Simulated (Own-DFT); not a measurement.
GaN (wurtzite, strained, atoms displaced) (calculated)

Computed with Own-DFT development build. A calculation, not a measurement: plane-wave PBE density functional theory by an unreviewed code, no spin, of a simulated periodic cell, stress positive in tension, free energy of the whole cell less one offset for each atom, forces on such cells passed a denser k mesh, this cell's mesh not checked; offsets are fitted by least squares, one for each functional and potential file, so energies compare only between cells with the same atoms and settings and are not formation energies; the far tail of each file's local potential was reset to the Coulomb form; each entry is a single point on an unrelaxed cell, so the pressure reflects the starting lattice, mostly measured values (interpolated for alloys), from which strain is counted, and rises with the displacements; printed positions are rounded, which can move forces by about a meV/angstrom; the program, named Own-DFT, is a retired in-house code; no spin-orbit coupling.

Common to all runs: functional PBE; potential files PseudoDojo norm-conserving, scalar-relativistic, standard set with the stringent files for Ga; wave cutoff 96 hartree; occupations Gaussian; smearing width 0.01 eV; k mesh 3 x 4 x 3 centred on Gamma.

```json
{"entry": 1, "formula": "GaN", "kind": "wurtzite, strained, atoms displaced", "structure": {"cell_angstrom": [[12.756, 0.0, 0.0], [-4.7835, 8.2853, 0.0], [0.0, 0.0, 10.2663]], "atoms_fractional": [["Ga", 0.08388, 0.23682, 0.00026], ["Ga", 0.17386, 0.12476, 0.25581], ["N", 0.08783, 0.22769, 0.19019], ["N", 0.16467, 0.10943, 0.45125], ["Ga", 0.08701, 0.23645, 0.50322], ["Ga", 0.16646, 0.10724, 0.75433], ["N", 0.08286, 0.22834, 0.68213], ["N", 0.17229, 0.10975, 0.9479], ["Ga", 0.09194, 0.55968, 0.99285], ["Ga", 0.16337, 0.44441, 0.25753], ["N", 0.08706, 0.56406, 0.18529], ["N", 0.16476, 0.43059, 0.43856], ["Ga", 0.08631, 0.54991, 0.49755], ["Ga", 0.16792, 0.43621, 0.74008], ["N", 0.07858, 0.55064, 0.68888], ["N", 0.16564, 0.44676, 0.94227], ["Ga", 0.08255, 0.88968, 0.00156], ["Ga", 0.16996, 0.78507, 0.25692], ["N", 0.07888, 0.88849, 0.19755], ["N", 0.16624, 0.78742, 0.44187], ["Ga", 0.08888, 0.88866, 0.50003], ["Ga", 0.16574, 0.7656, 0.73665], ["N", 0.08274, 0.89335, 0.69012], ["N", 0.16989, 0.77401, 0.94369], ["Ga", 0.33765, 0.22254, 0.99631], ["Ga", 0.42143, 0.11924, 0.25081], ["N", 0.32876, 0.21636, 0.18974], ["N", 0.4139, 0.11558, 0.44485], ["Ga", 0.33418, 0.21684, 0.50025], ["Ga", 0.42018, 0.10924, 0.75437], ["N", 0.32974, 0.22801, 0.68775], ["N", 0.41486, 0.11627, 0.93351], ["Ga", 0.33112, 0.5398, 0.00167], ["Ga", 0.41348, 0.45293, 0.24645], ["N", 0.33453, 0.5528, 0.18903], ["N", 0.4078, 0.45164, 0.43459], ["Ga", 0.33111, 0.56075, 0.49878], ["Ga", 0.40959, 0.43042, 0.74962], ["N", 0.3304, 0.54714, 0.68964], ["N", 0.42764, 0.45208, 0.94414], ["Ga", 0.33589, 0.89199, 0.99286], ["Ga", 0.41903, 0.78141, 0.2448], ["N", 0.33909, 0.88544, 0.18507], ["N", 0.41372, 0.78275, 0.44158], ["Ga", 0.32896, 0.88897, 0.50574], ["Ga", 0.411, 0.77903, 0.74334], ["N", 0.33569, 0.89399, 0.69289], ["N", 0.42069, 0.77683, 0.94191], ["Ga", 0.58669, 0.23253, 0.99186], ["Ga", 0.66359, 0.1194, 0.25022], ["N", 0.58465, 0.22049, 0.18812], ["N", 0.6636, 0.10342, 0.43983], ["Ga", 0.58348, 0.21685, 0.50527], ["Ga", 0.67391, 0.11414, 0.75179], ["N", 0.58493, 0.21917, 0.68809], ["N", 0.66173, 0.10707, 0.93549], ["Ga", 0.58058, 0.5613, 0.00708], ["Ga", 0.67181, 0.45465, 0.24871], ["N", 0.58626, 0.55655, 0.18284], ["N", 0.65914, 0.44138, 0.43438], ["Ga", 0.57727, 0.54665, 0.49898], ["Ga", 0.66454, 0.45228, 0.75686], ["N", 0.58452, 0.55606, 0.68737], ["N", 0.66748, 0.44911, 0.94254], ["Ga", 0.58195, 0.88594, 0.00373], ["Ga", 0.66012, 0.7833, 0.25279], ["N", 0.57234, 0.88688, 0.18439], ["N", 0.66748, 0.77872, 0.44152], ["Ga", 0.5869, 0.88369, 0.4998], ["Ga", 0.66186, 0.77948, 0.74914], ["N", 0.58976, 0.91353, 0.68275], ["N", 0.66743, 0.77965, 0.92282], ["Ga", 0.83127, 0.21845, 0.00013], ["Ga", 0.92037, 0.10505, 0.24858], ["N", 0.84086, 0.2289, 0.18564], ["N", 0.91167, 0.11128, 0.44684], ["Ga", 0.83112, 0.22879, 0.50078], ["Ga", 0.91599, 0.12078, 0.75335], ["N", 0.83323, 0.22402, 0.6926], ["N", 0.92344, 0.11672, 0.93192], ["Ga", 0.83301, 0.55123, 0.0023], ["Ga", 0.91851, 0.4524, 0.24346], ["N", 0.83493, 0.56647, 0.18388], ["N", 0.92145, 0.44353, 0.44233], ["Ga", 0.83634, 0.56448, 0.50711], ["Ga", 0.92244, 0.45671, 0.74643], ["N", 0.84294, 0.5594, 0.68959], ["N", 0.91692, 0.44444, 0.93965], ["Ga", 0.83263, 0.89457, 0.00018], ["Ga", 0.91524, 0.77349, 0.24701], ["N", 0.83469, 0.89094, 0.17632], ["N", 0.91789, 0.77695, 0.4377], ["Ga", 0.83348, 0.88867, 0.49918], ["Ga", 0.92547, 0.78533, 0.75801], ["N", 0.83044, 0.89335, 0.68359], ["N", 0.92037, 0.78107, 0.94437]]}, "results": {"free_energy_of_cell_above_offsets [eV]": "-2.989", "pressure [GPa]": 9.47, "stress_xx [GPa]": -7.97, "stress_yy [GPa]": -8.21, "stress_zz [GPa]": -12.22, "stress_yz [GPa]": 0.09, "stress_xz [GPa]": 0.15, "stress_xy [GPa]": 0.22, "force_element": ["Ga", "Ga", "N", "N", "Ga", "Ga", "N", "N", "Ga", "Ga", "N", "N", "Ga", "Ga", "N", "N", "Ga", "Ga", "N", "N", "Ga", "Ga", "N", "N", "Ga", "Ga", "N", "N", "Ga", "Ga", "N", "N", "Ga", "Ga", "N", "N", "Ga", "Ga", "N", "N", "Ga", "Ga", "N", "N", "Ga", "Ga", "N", "N", "Ga", "Ga", "N", "N", "Ga", "Ga", "N", "N", "Ga", "Ga", "N", "N", "Ga", "Ga", "N", "N", "Ga", "Ga", "N", "N", "Ga", "Ga", "N", "N", "Ga", "Ga", "N", "N", "Ga", "Ga", "N", "N", "Ga", "Ga", "N", "N", "Ga", "Ga", "N", "N", "Ga", "Ga", "N", "N", "Ga", "Ga", "N", "N"], "force_x [eV/angstrom]": [1.179, -0.988, -0.398, -0.03, -0.196, -0.591, 0.348, -1.473, -1.966, 0.049, 0.233, -0.519, -0.831, -1.026, 2.354, 1.742, 1.086, 0.172, 1.144, 2.233, -3.096, -0.945, 1.525, -0.871, -0.861, -0.309, 1.487, 1.776, -2.072, -0.564, 1.184, 1.531, -0.7, 2.21, -2.032, 1.901, 0.368, 0.874, 0.201, -1.889, 0.438, -1.407, -1.986, 0.362, 0.885, 2.451, -1.075, -0.977, 0.16, 2.153, -1.169, -0.183, -0.319, -1.003, -0.46, 0.458, 2.027, -0.207, -0.979, 1.45, -0.562, 1.446, -1.19, -0.235, 0.244, 1.174, 2.871, 0.214, -1.462, 0.224, -0.262, 0.0, -0.047, -0.859, -0.817, 0.907, 0.479, 0.824, 0.12, -0.713, 0.232, 0.571, 0.347, -1.192, -0.097, -0.551, -2.462, 0.464, 0.379, -0.441, -0.858, -0.2, 0.514, -1.984, 0.84, -0.771], "force_y [eV/angstrom]": [-2.093, -1.972, -0.139, 0.816, -5.067, 0.725, -1.655, 0.898, -0.122, 0.575, -0.339, 4.315, 0.565, 1.134, 0.113, -0.049, -0.273, 0.052, 1.006, -2.337, 0.9, 1.964, -0.677, 1.25, 0.507, -1.103, 1.484, -1.065, 1.717, 1.17, -2.355, -0.397, 1.984, -1.672, 0.847, -0.972, 0.082, 2.838, 1.512, -1.967, -0.494, -1.496, 1.409, -0.282, 0.898, -0.359, -0.644, -0.839, -1.576, -0.896, 1.744, 0.986, 0.369, 1.116, 1.148, 0.496, 1.214, -1.039, 0.652, -0.045, 0.624, -0.616, -0.168, 0.636, 0.303, -0.135, 1.345, -1.145, 0.705, 0.655, -3.987, 0.122, 0.466, 0.874, -0.819, 0.406, -1.21, -1.159, 1.545, -0.309, 0.872, -0.281, -1.945, 1.003, -0.967, -2.53, 0.741, 0.08, -0.438, 1.644, -0.465, 0.353, 0.353, -0.366, -0.281, -0.466], "force_z [eV/angstrom]": [0.554, 0.457, -0.021, -1.315, -0.187, 0.023, 2.011, -1.238, 1.348, -2.0, 0.948, -0.304, -0.101, 1.913, -1.112, -1.879, 1.062, -1.864, -0.69, 0.181, 0.565, 2.279, -0.212, -1.812, 1.242, 0.073, -0.44, -0.905, 0.153, -1.543, 0.123, 1.089, -0.324, 0.74, -0.252, 0.354, 0.196, 0.719, -0.294, -1.458, 0.897, 1.315, 0.358, -0.346, -0.937, 1.381, -0.593, -1.188, 0.968, 0.233, -0.921, -0.677, -0.925, 0.165, 1.2, 1.163, -1.957, -0.021, 2.377, 0.739, -0.165, -1.061, -0.03, -0.17, -1.82, -0.55, 0.974, -0.946, 0.2, -2.633, 0.279, 4.076, -0.581, 0.935, 0.715, -1.482, 0.184, -2.026, -0.693, 1.793, -1.212, 0.65, 0.806, -1.045, -1.202, 1.534, 0.616, -0.255, -2.408, 0.755, 2.89, -0.099, 0.214, -0.757, 1.518, -0.31]}}
{"entry": 2, "formula": "GaN", "kind": "wurtzite, strained, atoms displaced", "structure": {"cell_angstrom": [[12.756, 0.0, 0.0], [-4.7835, 8.2853, 0.0], [0.0, 0.0, 10.2663]], "atoms_fractional": [["Ga", 0.07947, 0.22219, 0.00106], ["Ga", 0.16914, 0.12123, 0.25152], ["N", 0.08417, 0.21949, 0.19001], ["N", 0.17091, 0.11889, 0.43088], ["Ga", 0.08474, 0.22189, 0.49548], ["Ga", 0.16588, 0.1174, 0.75047], ["N", 0.0842, 0.22254, 0.6928], ["N", 0.1695, 0.12585, 0.93306], ["Ga", 0.08228, 0.55135, 0.99918], ["Ga", 0.16446, 0.44708, 0.25262], ["N", 0.07807, 0.55382, 0.18457], ["N", 0.16678, 0.44132, 0.44072], ["Ga", 0.07548, 0.55236, 0.50113], ["Ga", 0.16846, 0.44574, 0.74709], ["N", 0.07898, 0.56047, 0.69322], ["N", 0.17226, 0.44826, 0.94389], ["Ga", 0.08551, 0.89854, 0.00046], ["Ga", 0.16838, 0.7722, 0.25151], ["N", 0.08265, 0.88903, 0.18535], ["N", 0.1631, 0.76805, 0.44217], ["Ga", 0.08981, 0.89298, 0.50275], ["Ga", 0.16027, 0.77683, 0.75394], ["N", 0.07782, 0.8825, 0.69086], ["N", 0.16785, 0.79063, 0.93426], ["Ga", 0.33596, 0.22466, 0.0022], ["Ga", 0.41853, 0.10866, 0.24542], ["N", 0.34454, 0.23408, 0.18375], ["N", 0.41018, 0.11064, 0.43804], ["Ga", 0.3366, 0.22741, 0.4941], ["Ga", 0.41493, 0.10367, 0.75179], ["N", 0.33522, 0.22383, 0.69039], ["N", 0.4084, 0.1086, 0.93151], ["Ga", 0.33503, 0.55119, 0.0031], ["Ga", 0.41218, 0.44379, 0.24635], ["N", 0.34147, 0.56714, 0.19492], ["N", 0.42512, 0.44942, 0.42989], ["Ga", 0.33351, 0.55472, 0.49548], ["Ga", 0.41471, 0.44492, 0.75374], ["N", 0.33389, 0.5496, 0.68148], ["N", 0.42556, 0.45296, 0.93116], ["Ga", 0.32692, 0.88661, 0.01136], ["Ga", 0.41876, 0.78919, 0.23879], ["N", 0.33209, 0.88674, 0.19098], ["N", 0.41696, 0.77844, 0.43248], ["Ga", 0.33681, 0.89507, 0.50115], ["Ga", 0.41252, 0.7719, 0.75642], ["N", 0.33788, 0.89232, 0.68655], ["N", 0.41824, 0.78385, 0.94446], ["Ga", 0.58657, 0.22202, 0.99431], ["Ga", 0.66367, 0.11122, 0.23948], ["N", 0.58305, 0.22848, 0.19473], ["N", 0.66278, 0.10881, 0.434], ["Ga", 0.58794, 0.22888, 0.50393], ["Ga", 0.66409, 0.10883, 0.73779], ["N", 0.58836, 0.2187, 0.68249], ["N", 0.66585, 0.11137, 0.94199], ["Ga", 0.57733, 0.5567, 0.00056], ["Ga", 0.67147, 0.45421, 0.25457], ["N", 0.58526, 0.56052, 0.18372], ["N", 0.66929, 0.45023, 0.44284], ["Ga", 0.58069, 0.5579, 0.50408], ["Ga", 0.67884, 0.45258, 0.74297], ["N", 0.58395, 0.55481, 0.69162], ["N", 0.65752, 0.4417, 0.93804], ["Ga", 0.58665, 0.9026, 0.00294], ["Ga", 0.6674, 0.77676, 0.24329], ["N", 0.58629, 0.8904, 0.18306], ["N", 0.66564, 0.77584, 0.43785], ["Ga", 0.58992, 0.88816, 0.50246], ["Ga", 0.67165, 0.777, 0.74993], ["N", 0.58667, 0.88733, 0.69038], ["N", 0.66713, 0.7751, 0.94137], ["Ga", 0.83328, 0.22079, 0.00278], ["Ga", 0.92073, 0.11173, 0.24587], ["N", 0.8413, 0.23792, 0.17749], ["N", 0.9134, 0.11064, 0.4421], ["Ga", 0.83452, 0.22641, 0.49236], ["Ga", 0.9144, 0.10377, 0.75185], ["N", 0.82953, 0.22125, 0.69661], ["N", 0.91686, 0.11578, 0.94132], ["Ga", 0.8342, 0.55621, 0.99742], ["Ga", 0.92364, 0.44753, 0.23955], ["N", 0.82548, 0.54815, 0.19354], ["N", 0.92054, 0.4433, 0.43141], ["Ga", 0.83024, 0.55535, 0.50236], ["Ga", 0.91903, 0.44572, 0.73687], ["N", 0.82964, 0.55358, 0.69674], ["N", 0.91403, 0.45256, 0.94062], ["Ga", 0.83475, 0.89073, 0.99961], ["Ga", 0.91811, 0.78147, 0.24281], ["N", 0.83813, 0.89233, 0.18837], ["N", 0.92227, 0.77833, 0.43822], ["Ga", 0.84231, 0.89157, 0.49704], ["Ga", 0.91412, 0.76933, 0.74952], ["N", 0.8417, 0.89182, 0.68801], ["N", 0.91205, 0.78392, 0.93875]]}, "results": {"free_energy_of_cell_above_offsets [eV]": "-4.705", "pressure [GPa]": 8.93, "stress_xx [GPa]": -8.0, "stress_yy [GPa]": -7.52, "stress_zz [GPa]": -11.28, "stress_yz [GPa]": -0.32, "stress_xz [GPa]": 0.09, "stress_xy [GPa]": 0.14, "force_element": ["Ga", "Ga", "N", "N", "Ga", "Ga", "N", "N", "Ga", "Ga", "N", "N", "Ga", "Ga", "N", "N", "Ga", "Ga", "N", "N", "Ga", "Ga", "N", "N", "Ga", "Ga", "N", "N", "Ga", "Ga", "N", "N", "Ga", "Ga", "N", "N", "Ga", "Ga", "N", "N", "Ga", "Ga", "N", "N", "Ga", "Ga", "N", "N", "Ga", "Ga", "N", "N", "Ga", "Ga", "N", "N", "Ga", "Ga", "N", "N", "Ga", "Ga", "N", "N", "Ga", "Ga", "N", "N", "Ga", "Ga", "N", "N", "Ga", "Ga", "N", "N", "Ga", "Ga", "N", "N", "Ga", "Ga", "N", "N", "Ga", "Ga", "N", "N", "Ga", "Ga", "N", "N", "Ga", "Ga", "N", "N"], "force_x [eV/angstrom]": [0.682, 1.464, -0.391, -0.01, -0.54, 1.215, -1.011, 0.229, -0.575, 0.762, 2.496, -0.777, 1.666, -0.276, 1.932, -0.832, -0.491, -1.425, 0.997, 0.308, -0.358, 1.284, 0.295, 0.212, -0.303, -0.514, -1.131, 1.374, -0.172, -0.076, -0.201, 1.343, 0.313, 1.615, -1.545, -1.388, 0.543, 1.008, -0.777, -2.279, 0.417, 1.836, -1.04, 0.148, 0.386, 0.52, -0.644, -0.391, -1.628, 0.737, 0.402, 0.679, -0.665, 0.636, -1.7, 0.518, 2.101, -1.675, -0.221, -0.472, 0.759, -4.394, 0.161, 1.474, 0.695, -0.04, -0.197, 1.26, -1.429, -0.309, -0.445, -0.479, -0.672, -1.348, 0.109, 0.945, -0.716, -0.221, 1.334, 0.089, -2.007, -2.83, 2.102, -1.476, 1.063, -1.145, 3.134, 1.802, -1.181, 0.456, -0.839, -0.047, -1.17, -0.174, -0.767, 1.891], "force_y [eV/angstrom]": [0.459, -1.215, 1.364, -0.812, -0.195, -0.799, 0.315, -0.83, 0.959, 0.115, 1.183, 0.472, 0.189, 0.058, -0.383, -0.233, -0.032, 0.492, 0.593, 1.258, -0.219, 0.997, 1.254, -1.377, 0.446, 0.99, -1.775, 0.278, 0.46, 1.296, -0.313, -0.196, 1.072, 1.387, -1.254, -0.631, 0.725, -0.377, 0.8, -1.255, 0.562, -0.913, 0.682, 0.375, -1.095, 0.549, -1.464, -0.681, 0.586, 0.796, -0.305, 0.469, -0.893, -0.537, 0.987, 0.833, 0.49, -1.091, -0.646, -0.301, 0.281, -2.85, -0.038, 0.445, -2.127, 0.26, 0.334, 0.398, 0.005, 0.125, -0.654, 1.285, 0.907, 0.206, -2.4, 0.356, -0.888, 1.281, 0.156, -0.502, 0.279, -0.045, 1.751, 0.069, 0.544, -1.097, 1.146, -1.094, 0.091, -1.143, 0.116, -0.019, -0.709, 1.425, -0.871, -0.691], "force_z [eV/angstrom]": [-0.323, -1.471, -0.331, 1.739, 0.988, -0.608, -1.15, 1.584, -1.107, -0.373, 0.089, -0.165, 0.315, 0.393, -0.884, -0.816, -0.842, 0.429, 0.765, -0.525, -0.549, -0.952, -0.311, 1.671, -1.594, 1.114, 0.677, -0.564, 1.121, -1.133, -0.79, 2.192, 0.007, 0.242, -1.051, 1.028, -0.654, -1.66, 0.965, 1.816, -2.906, 2.088, 0.247, 0.356, -0.447, -0.782, 0.514, 0.112, 0.6, 1.185, -1.216, -0.026, -1.999, 1.822, 1.498, -1.318, -0.22, -0.176, 1.051, 0.056, -0.168, 2.204, -0.324, -0.522, -1.597, 0.911, 1.087, -0.402, -0.709, 0.399, 0.156, -0.304, -2.573, 0.723, 2.742, -1.042, 0.837, -0.117, -1.584, -0.326, 0.72, 1.36, -1.122, 0.448, -0.693, 2.52, -2.401, -1.115, 0.012, 0.953, 0.005, -0.206, 0.132, 0.659, -0.28, -0.103]}}
{"entry": 3, "formula": "GaN", "kind": "wurtzite, strained, atoms displaced", "structure": {"cell_angstrom": [[12.756, 0.0, 0.0], [-4.7835, 8.2853, 0.0], [0.0, 0.0, 10.2663]], "atoms_fractional": [["Ga", 0.08952, 0.23279, 0.00077], ["Ga", 0.16365, 0.1137, 0.25166], ["N", 0.0826, 0.22044, 0.18698], ["N", 0.17154, 0.11675, 0.43526], ["Ga", 0.08055, 0.22391, 0.50136], ["Ga", 0.16341, 0.11164, 0.75604], ["N", 0.08636, 0.21567, 0.68033], ["N", 0.17043, 0.11432, 0.93652], ["Ga", 0.08207, 0.55493, 0.01013], ["Ga", 0.17052, 0.4551, 0.24874], ["N", 0.07976, 0.53838, 0.18774], ["N", 0.16302, 0.44975, 0.43919], ["Ga", 0.08339, 0.55385, 0.50344], ["Ga", 0.16768, 0.4469, 0.74079], ["N", 0.08032, 0.54886, 0.69761], ["N", 0.16806, 0.44857, 0.93516], ["Ga", 0.08481, 0.88606, 0.99342], ["Ga", 0.16807, 0.76609, 0.26141], ["N", 0.07862, 0.87982, 0.1892], ["N", 0.17285, 0.7802, 0.43355], ["Ga", 0.08249, 0.88464, 0.50752], ["Ga", 0.16464, 0.775, 0.74607], ["N", 0.0834, 0.90166, 0.69032], ["N", 0.16735, 0.78004, 0.93995], ["Ga", 0.34772, 0.227, 0.00079], ["Ga", 0.42108, 0.11432, 0.23741], ["N", 0.33275, 0.21706, 0.19644], ["N", 0.4089, 0.09968, 0.43874], ["Ga", 0.33301, 0.22593, 0.493], ["Ga", 0.41264, 0.11252, 0.75198], ["N", 0.33003, 0.22429, 0.69591], ["N", 0.42354, 0.11628, 0.94684], ["Ga", 0.32982, 0.55339, 0.00095], ["Ga", 0.41324, 0.44025, 0.24694], ["N", 0.34293, 0.5557, 0.19059], ["N", 0.41715, 0.44894, 0.43806], ["Ga", 0.32351, 0.54888, 0.50775], ["Ga", 0.42434, 0.45064, 0.74492], ["N", 0.33525, 0.56137, 0.68463], ["N", 0.41356, 0.44599, 0.94098], ["Ga", 0.33751, 0.88908, 0.99109], ["Ga", 0.41849, 0.77851, 0.23918], ["N", 0.33774, 0.89413, 0.19643], ["N", 0.41762, 0.78514, 0.43008], ["Ga", 0.33475, 0.89145, 0.49495], ["Ga", 0.41211, 0.77045, 0.74962], ["N", 0.33724, 0.89423, 0.69341], ["N", 0.42012, 0.78159, 0.9331], ["Ga", 0.58411, 0.21844, 0.99184], ["Ga", 0.67388, 0.11729, 0.24621], ["N", 0.57636, 0.21882, 0.19158], ["N", 0.67153, 0.11091, 0.43581], ["Ga", 0.58466, 0.21894, 0.50556], ["Ga", 0.66469, 0.09726, 0.76638], ["N", 0.58163, 0.22092, 0.68965], ["N", 0.66488, 0.11268, 0.93911], ["Ga", 0.57865, 0.55281, 0.99627], ["Ga", 0.66497, 0.44207, 0.25615], ["N", 0.58195, 0.56285, 0.18579], ["N", 0.67071, 0.44974, 0.44105], ["Ga", 0.59169, 0.55889, 0.50221], ["Ga", 0.66592, 0.44446, 0.74779], ["N", 0.58841, 0.55673, 0.68623], ["N", 0.66667, 0.44555, 0.93343], ["Ga", 0.58567, 0.88472, 0.99927], ["Ga", 0.6635, 0.7683, 0.258], ["N", 0.57985, 0.88802, 0.19207], ["N", 0.66736, 0.78012, 0.44401], ["Ga", 0.57397, 0.88295, 0.49909], ["Ga", 0.66171, 0.77132, 0.7509], ["N", 0.57924, 0.88778, 0.68561], ["N", 0.6661, 0.77322, 0.93873], ["Ga", 0.83478, 0.22177, 0.00395], ["Ga", 0.9235, 0.13087, 0.25133], ["N", 0.82876, 0.20849, 0.18798], ["N", 0.91747, 0.12024, 0.43614], ["Ga", 0.83528, 0.22278, 0.50216], ["Ga", 0.9141, 0.10854, 0.75615], ["N", 0.83159, 0.22877, 0.68809], ["N", 0.91129, 0.10824, 0.94462], ["Ga", 0.83608, 0.54959, 0.99849], ["Ga", 0.91714, 0.44706, 0.24689], ["N", 0.83699, 0.5649, 0.19339], ["N", 0.92082, 0.45402, 0.43947], ["Ga", 0.8373, 0.56319, 0.49889], ["Ga", 0.91932, 0.44371, 0.74654], ["N", 0.8314, 0.5534, 0.68949], ["N", 0.90954, 0.44113, 0.93823], ["Ga", 0.83913, 0.89426, 0.00399], ["Ga", 0.92275, 0.78376, 0.25024], ["N", 0.83684, 0.89501, 0.18665], ["N", 0.92605, 0.7781, 0.44057], ["Ga", 0.82916, 0.88465, 0.51014], ["Ga", 0.91127, 0.77551, 0.75357], ["N", 0.83588, 0.89141, 0.69872], ["N", 0.92453, 0.78516, 0.93502]]}, "results": {"free_energy_of_cell_above_offsets [eV]": "-3.755", "pressure [GPa]": 9.2, "stress_xx [GPa]": -8.88, "stress_yy [GPa]": -6.65, "stress_zz [GPa]": -12.08, "stress_yz [GPa]": -0.58, "stress_xz [GPa]": 0.07, "stress_xy [GPa]": 0.16, "force_element": ["Ga", "Ga", "N", "N", "Ga", "Ga", "N", "N", "Ga", "Ga", "N", "N", "Ga", "Ga", "N", "N", "Ga", "Ga", "N", "N", "Ga", "Ga", "N", "N", "Ga", "Ga", "N", "N", "Ga", "Ga", "N", "N", "Ga", "Ga", "N", "N", "Ga", "Ga", "N", "N", "Ga", "Ga", "N", "N", "Ga", "Ga", "N", "N", "Ga", "Ga", "N", "N", "Ga", "Ga", "N", "N", "Ga", "Ga", "N", "N", "Ga", "Ga", "N", "N", "Ga", "Ga", "N", "N", "Ga", "Ga", "N", "N", "Ga", "Ga", "N", "N", "Ga", "Ga", "N", "N", "Ga", "Ga", "N", "N", "Ga", "Ga", "N", "N", "Ga", "Ga", "N", "N", "Ga", "Ga", "N", "N"], "force_x [eV/angstrom]": [0.167, 0.948, 0.216, -1.466, 0.814, 0.943, -1.813, 0.088, -0.156, 2.205, -0.993, 0.849, -0.886, 0.737, 0.302, -0.551, -0.083, -0.833, 1.987, -1.161, 0.919, -0.088, 0.747, 0.913, -2.8, -1.581, -0.662, 0.728, 0.978, 0.494, 0.482, -0.482, 0.498, 1.511, -2.856, 0.234, 1.484, -1.038, 0.207, 0.477, -0.84, -0.378, -0.762, -0.24, 0.526, 0.041, -0.765, 0.197, 0.144, -2.28, 3.157, -0.667, -0.403, -0.602, 0.297, 1.399, 0.947, -0.244, 0.797, 0.196, -1.668, 0.832, -0.629, 0.021, -0.237, 0.199, 1.735, 0.113, 0.864, 0.118, 0.656, 0.281, -0.631, 0.921, -0.2, 0.696, -0.948, 0.139, 0.672, 1.102, -2.23, -0.772, -0.149, 0.068, 0.165, -1.738, 0.501, 2.304, -0.124, -1.401, -0.314, -2.161, 1.007, 1.205, -1.251, -1.14], "force_y [eV/angstrom]": [-1.371, -1.353, 1.562, -0.77, -0.56, 0.767, 1.228, 0.254, 0.353, -1.757, 1.779, -0.768, 0.94, -1.332, 1.348, 0.111, 1.273, 1.499, 1.042, -0.921, 1.551, 0.998, -2.4, -0.924, -0.163, -1.343, 0.673, 2.96, -0.33, 0.494, 0.44, -1.298, 0.608, -0.186, 0.198, 0.309, 1.301, -1.041, -1.182, 0.028, -0.022, 0.181, -1.762, -1.78, -0.557, 1.677, -1.127, -0.871, 1.825, -1.657, 1.817, 0.102, -0.483, 1.328, -0.341, -0.788, 0.288, 0.473, -1.832, -0.812, -0.418, -0.82, 0.094, -0.113, 0.114, 2.129, 0.636, -0.195, 1.072, 1.115, -0.525, 0.622, 0.066, -2.771, 2.984, -1.204, 0.495, 1.214, -1.61, 1.21, 1.727, -0.573, -1.688, -0.985, -0.79, -0.138, 0.585, -0.383, -1.412, 0.226, -0.204, 0.654, 1.062, -0.19, -0.402, -1.258], "force_z [eV/angstrom]": [-0.425, -0.637, 0.167, 0.878, -1.505, -0.673, 1.988, 1.714, -2.865, 0.679, 0.78, -0.24, -0.026, 1.287, -1.616, -0.078, 1.55, -3.639, -0.487, 3.586, -1.167, 0.62, 0.266, -0.433, 0.61, 2.734, -1.517, -0.504, 0.965, -0.405, -0.995, -1.485, -0.141, 1.044, -0.934, 0.5, -2.994, 0.555, 1.467, -0.949, 1.573, 1.404, -2.095, 0.805, 0.953, -0.401, -0.603, 1.036, 1.578, 1.054, -1.376, 0.4, -1.121, -4.109, 1.035, 2.268, 0.657, -1.319, 0.293, 0.196, -0.893, 0.015, 0.389, 1.026, 0.925, -1.095, -0.946, 0.206, -0.479, 0.004, 0.845, -0.209, -0.707, 0.128, -0.554, 0.804, -0.279, -0.583, 0.847, -0.832, 0.648, 0.925, -0.832, -0.276, 0.387, 0.856, -0.173, 0.049, -0.2, 0.242, 1.615, 0.023, -1.188, -0.57, -0.958, 0.933]}}
```
